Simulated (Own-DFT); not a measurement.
# Response to strain: diamond-structure GeSn with randomly placed atoms, 64 atoms (Ge60Sn4)

All numbers below are calculated, not measured. They come from Own-DFT, an in-house plane-wave density functional program, since retired, whose code no person has reviewed. Each row is one single-point run on a periodic cell that was not relaxed, without spin or spin-orbit coupling.

Settings of every run: PBE; PseudoDojo norm-conserving scalar-relativistic files; cutoff 49 hartree; 3 x 3 x 3 k mesh centred on Gamma; Fermi-Dirac smearing of 0.1 eV.

Known limits: forces on such cells moved up to 12 meV/angstrom on a denser k mesh; stress not checked against mesh or cutoff.

Unstrained cell vectors in Å: (11.420, 0.000, 0.000); (0.000, 11.420, 0.000); (0.000, 0.000, 11.420). The unstrained cell has measured lattice constants (interpolated for alloys), not those of this functional. That, the random moves and any unrelaxed bonds set the pressure at no strain. Each run strains this cell uniformly, with the atoms carried along. Every atom was also moved at random, by a Gaussian of width 0.05 Å on each axis. The random placing of the alloy's atoms differs from row to row. Strain is the symmetric tensor, in per cent. Stress is positive in tension, and the pressure is minus a third of its trace.

```
run,e_xx (%),e_yy (%),e_zz (%),s_xx (GPa),s_yy (GPa),s_zz (GPa),P (GPa),E (meV/atom)
1,-0.25,-0.25,0.00,-5.15,-5.40,-5.25,5.26,33.2
2,1.25,1.25,0.00,-2.79,-2.81,-3.49,3.03,16.0
3,-3.00,-3.00,0.00,-10.75,-11.01,-8.99,10.25,100.1
4,-1.75,-1.75,0.00,-8.56,-8.37,-7.37,8.10,83.8
5,-2.75,-2.75,0.00,-10.29,-10.24,-8.44,9.66,89.2
6,-2.50,-2.50,0.00,-9.74,-9.69,-7.99,9.14,78.1
7,3.00,3.00,0.00,-0.27,-0.27,-1.85,0.80,0.0
8,1.00,1.00,0.00,-3.25,-3.16,-3.71,3.37,14.3
9,0.25,0.25,0.00,?,?,?,?,?
```

E is the free energy for each atom above the lowest run shown.

## Worked fit

The change of volume is close to e_xx + e_yy + e_zz. A straight line through the runs shown gives P = 5.24 - 80 x (fractional change of volume) GPa, with an error of 3 on the slope and a scatter of 0.30 GPa. The strain isn't the same on all axes, but the crystal is cubic, so the slope still estimates the bulk modulus, averaged over pressures from 0.8 to 10.3 GPa.

## Withheld run

Question: what pressure should run 9 give? Its volume changes by 0.50 %.

The line gives 4.8 GPa. The calculation gave 4.61 GPa.
